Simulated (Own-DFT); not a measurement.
# How strain changes the stress of wurtzite AlGaN with randomly placed atoms, 128 atoms (Al40Ga24N64)

All numbers below are calculated, not measured. They come from Own-DFT, an in-house plane-wave density functional program, since retired, whose code no person has reviewed. Each row is one single-point run on a periodic cell that was not relaxed, without spin or spin-orbit coupling.

Settings of every run: PBE; PseudoDojo norm-conserving scalar-relativistic files; cutoff 42 hartree; 3 x 3 x 3 k mesh centred on Gamma; Fermi-Dirac smearing of 0.05 eV.

Known limits: forces on such cells passed a denser k mesh, each cell not checked; stress not checked against mesh or cutoff.

Unstrained cell vectors in Å: (12.563, 0.000, 0.000); (-6.282, 10.880, 0.000); (0.000, 0.000, 10.116). The unstrained cell has measured lattice constants (interpolated for alloys), not those of this functional. That, the random moves and any unrelaxed bonds set the pressure at no strain. Each run strains this cell uniformly, with the atoms carried along. Every atom was also moved at random, by a Gaussian of width 0.05 Å on each axis. The random placing of the alloy's atoms differs from row to row. Strain is the symmetric tensor, in per cent. Stress is positive in tension, and the pressure is minus a third of its trace.

```
run  e_xx (%)  e_yy (%)  e_zz (%)  s_xx (GPa)  s_yy (GPa)  s_zz (GPa)  P (GPa)  E (meV/atom)
  1      0.25      0.25      0.00       -4.53       -5.59       -6.96     5.69           4.1
  2     -1.25     -1.25      0.00      -15.29      -14.70       -8.73    12.91          37.5
  3     -2.25     -2.25      0.00      -20.68      -21.22      -12.03    17.98          60.7
  4     -1.75     -1.75      0.00      -17.57      -19.89       -8.76    15.41          48.8
  5      2.00      2.00      0.00        3.64        1.63       -4.07    -0.40          23.8
  6      2.25      2.25      0.00        6.05        4.65       -5.36    -1.78           0.0
  7     -2.00     -2.00      0.00      -17.96      -18.68      -11.68    16.11          41.4
  8      1.50      1.50      0.00        0.79        1.13       -4.15     0.74           1.7
  9     -0.25     -0.25      0.00           ?           ?           ?        ?             ?
```

E is the free energy for each atom above the lowest run shown.

## Worked fit

The change of volume is close to e_xx + e_yy + e_zz. A straight line through the runs shown gives P = 7.72 - 216 x (fractional change of volume) GPa, with an error of 6 on the slope and a scatter of 0.59 GPa. The strain isn't the same on all axes and the cell isn't cubic, so the slope belongs to this path and is not the bulk modulus.

## Withheld run

Question: what pressure should run 9 give? Its volume changes by -0.50 %.

The line gives 8.8 GPa. The calculation gave 8.04 GPa.
